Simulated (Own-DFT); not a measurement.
# Shaking the atoms of rutile TiO2, 72 atoms (O48Ti24)

These are calculations, not measurements. They come from Own-DFT, an in-house plane-wave density functional program, since retired, whose code no person has reviewed. Each row is one single-point run on a periodic cell that was not relaxed, without spin or spin-orbit coupling.

Settings of every run: PBE; PseudoDojo norm-conserving scalar-relativistic files; cutoff 72 hartree; 3 x 3 x 3 k mesh centred on Gamma; Fermi-Dirac smearing of 0.1 eV.

Known limits, some of them of some rows only: some atoms lie very close together; oxygen file: force components 24 meV/angstrom off all-electron in a glass; forces on such cells passed a denser k mesh, each cell not checked; stress not checked against mesh or cutoff.

Cell vectors in Å: (9.187, 0.000, 0.000); (0.000, 9.187, 0.000); (0.000, 0.000, 8.876). In each run every atom was moved at random and independently from its ideal site; u is the rms move along one axis. E is the free energy for each atom above the fitted value at u = 0, and F the rms of the force components.

| run | u (Å) | E (meV/atom) | F (eV/Å) | largest force (eV/Å) | P (GPa) |
|---|---|---|---|---|---|
| 1 | 0.0200 | 7.9 | 0.428 | 1.64 | 4.58 |
| 2 | 0.0203 | 6.7 | 0.381 | 1.31 | 4.97 |
| 3 | 0.0219 | ? | ? | ? | ? |
| 4 | 0.0475 | 47.8 | 0.979 | 4.52 | 6.26 |
| 5 | 0.0498 | 41.4 | 0.811 | 4.17 | 6.06 |
| 6 | 0.0505 | 44.7 | 0.846 | 3.04 | 6.61 |
| 7 | 0.0727 | 102.0 | 1.401 | 5.53 | 8.76 |
| 8 | 0.0828 | 116.1 | 1.427 | 5.05 | 10.95 |
| 9 | 0.1164 | 286.7 | 2.448 | 9.56 | 16.26 |
| 10 | 0.1554 | 534.0 | 3.847 | 21.63 | 25.57 |

## Worked fit

For small independent moves the energy grows as E = (3/2) K u², with K the mean stiffness felt by one atom. The runs with u up to 0.11 Å give K = 12.2 ± 0.6 eV/Å², with residuals divided by u² + 0.0006 Å², since the noise grows with the moves. The scatter is 4.5 meV/atom at u = 0.05 Å. The forces follow F = G u with G = 18.7 eV/Å²; no force at u = 0 is resolved. G exceeds K because the moves of its neighbours add to the force on an atom, and stiffness differs between atoms. At u = 0.155 Å the parabola gives 441 meV/atom and the run 534. The pressure follows P = 4.21 + 925 u² GPa: at fixed volume, shortened bonds push harder than stretched ones pull.

## Withheld run

Question: what energy and rms force should run 3 give?

The fit gives 9 ± 2 meV/atom and about 0.41 eV/Å. The calculation gave 7.7 meV/atom and 0.405 eV/Å.
